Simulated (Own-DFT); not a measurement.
# Response to strain: wurtzite GaN, 72 atoms (Ga36N36)

All numbers below are calculated, not measured. The program, named Own-DFT, is a retired in-house plane-wave density functional code that no person has reviewed. Each row is one single-point run on a periodic cell that was not relaxed, without spin or spin-orbit coupling.

Settings of every run: PBE; PseudoDojo norm-conserving scalar-relativistic files (stringent for Ga); cutoff 96 hartree; 4 x 4 x 3 k mesh centred on Gamma; Gaussian smearing of 0.01 eV.

Known limits: forces not confirmed at this smearing and k mesh; stress not checked against mesh or cutoff.

Unstrained cell vectors in Å: (9.567, 0.000, 0.000); (-4.784, 8.285, 0.000); (0.000, 0.000, 10.370). The unstrained cell has measured lattice constants (interpolated for alloys), not those of this functional. That, the random moves and any unrelaxed bonds set the pressure at no strain. Each run strains this cell uniformly, with the atoms carried along. Every atom was also moved at random, by a Gaussian of width 0.05 Å on each axis. Strain is the symmetric tensor, in per cent. Stress is positive in tension, and the pressure is minus a third of its trace.

| run | e_xx (%) | e_yy (%) | e_zz (%) | s_xx (GPa) | s_yy (GPa) | s_zz (GPa) | P (GPa) | E (meV/atom) |
|---|---|---|---|---|---|---|---|---|
| 1 | 0.00 | 0.00 | -1.00 | -6.60 | -7.71 | -12.50 | 8.94 | 7.6 |
| 2 | 0.00 | 0.00 | 2.00 | -6.87 | -4.07 | 0.62 | 3.44 | 6.8 |
| 3 | 0.00 | 0.00 | -1.50 | -9.26 | -6.50 | -15.31 | 10.36 | 26.2 |
| 4 | 0.00 | 0.00 | 2.50 | -4.45 | -3.85 | 1.79 | 2.17 | 0.0 |
| 5 | 0.00 | 0.00 | 3.00 | -4.57 | -4.25 | 4.16 | 1.55 | 4.5 |
| 6 | 0.00 | 0.00 | -1.75 | -8.39 | -8.20 | -16.40 | 11.00 | 27.0 |
| 7 | 0.00 | 0.00 | 1.25 | -5.86 | -7.42 | -0.23 | 4.50 | 1.4 |
| 8 | 0.00 | 0.00 | 0.50 | -8.86 | -4.68 | -5.58 | 6.38 | 18.8 |
| 9 | 0.00 | 0.00 | 1.00 | ? | ? | ? | ? | ? |

E is the free energy for each atom above the lowest run shown.

## Worked fit

The change of volume is close to e_xx + e_yy + e_zz. A straight line through the runs shown gives P = 7.28 - 199 x (fractional change of volume) GPa, with an error of 5 on the slope and a scatter of 0.25 GPa. The strain isn't the same on all axes and the cell isn't cubic, so the slope belongs to this path and is not the bulk modulus.

## Withheld run

Question: what pressure should run 9 give? Its volume changes by 1.00 %.

The line gives 5.3 GPa. The calculation gave 5.44 GPa.
